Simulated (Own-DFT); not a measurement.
# What a defect does to the pressure of its cell: zincblende GaAs

The numbers are computed, not measured, by runs of the plane-wave DFT program Own-DFT (in-house, retired, unreviewed) at fixed positions, with no spin and no spin-orbit coupling.

All runs used: PBE; PseudoDojo norm-conserving scalar-relativistic files; cutoff 42 hartree; 3 x 3 x 3 k mesh centred on Gamma; Fermi-Dirac smearing of 0.1 eV.

Limits (not all hold for every row): not probed for a lower state with spin; forces not confirmed at this smearing and k mesh; stress not checked against mesh or cutoff.

All runs share one cell, with vectors in Å (11.737, 0.000, 0.000); (0.000, 11.737, 0.000); (0.000, 0.000, 10.919) and a volume of 1504.3 Å³, strained against the parent crystal. u is the rms random offset of the atoms per axis. The defect's site can differ from row to row.

```
                             cell     formula   u (Å)  P (GPa)
                        no defect    As32Ga32  0.0292     0.73
                        no defect    As32Ga32  0.0474     1.02
                        no defect    As32Ga32  0.0487     1.02
              one P on an As site   As31Ga32P  0.0276     0.49
              one P on an As site   As31Ga32P  0.0298     0.52
              one P on an As site   As31Ga32P  0.0559     0.92
              one In on a Ga site  As32Ga31In  0.0299     1.38
              one In on a Ga site  As32Ga31In  0.0312     1.39
              one In on a Ga site  As32Ga31In  0.0511     1.53
              one In on a Ga site  As32Ga31In  0.0516        ?
one As vacancy and one Ga vacancy    As31Ga31  0.0284     0.47
one As vacancy and one Ga vacancy    As31Ga31  0.0480     0.79
one As vacancy and one Ga vacancy    As31Ga31  0.0516     0.76
              one Al on a Ga site  AlAs32Ga31  0.0288     0.73
              one Al on a Ga site  AlAs32Ga31  0.0470     1.01
              one Al on a Ga site  AlAs32Ga31  0.0485     1.06
```

## What the rows give

P = P0 + c u² + a shift for each defect gives P0 = 0.62 GPa, c = 170 ± 15 GPa/Å² and a scatter of 0.05 GPa. The shifts, and each times the cell's volume:

- one In on a Ga site: 0.57 ± 0.04 GPa, 5.3 eV
- one Al on a Ga site: 0.01 ± 0.04 GPa, 0.1 eV (not resolved)
- one P on an As site: -0.24 ± 0.04 GPa, -2.3 eV
- one As vacancy and one Ga vacancy: -0.27 ± 0.04 GPa, -2.5 eV

A positive shift means that the defect pushes the cell outwards. Shift times volume (160.2 GPa Å³ is 1 eV) depends little on the cell's size, so, taken for each site, it can be compared between cells at like pressure. The atoms around the defects weren't relaxed, which would change these numbers.

## Prediction

Question: what pressure belongs in the blank (one In on a Ga site, u = 0.0516 Å)?

From the fit: 1.63 ± 0.06 GPa. The calculation gave 1.62 GPa.
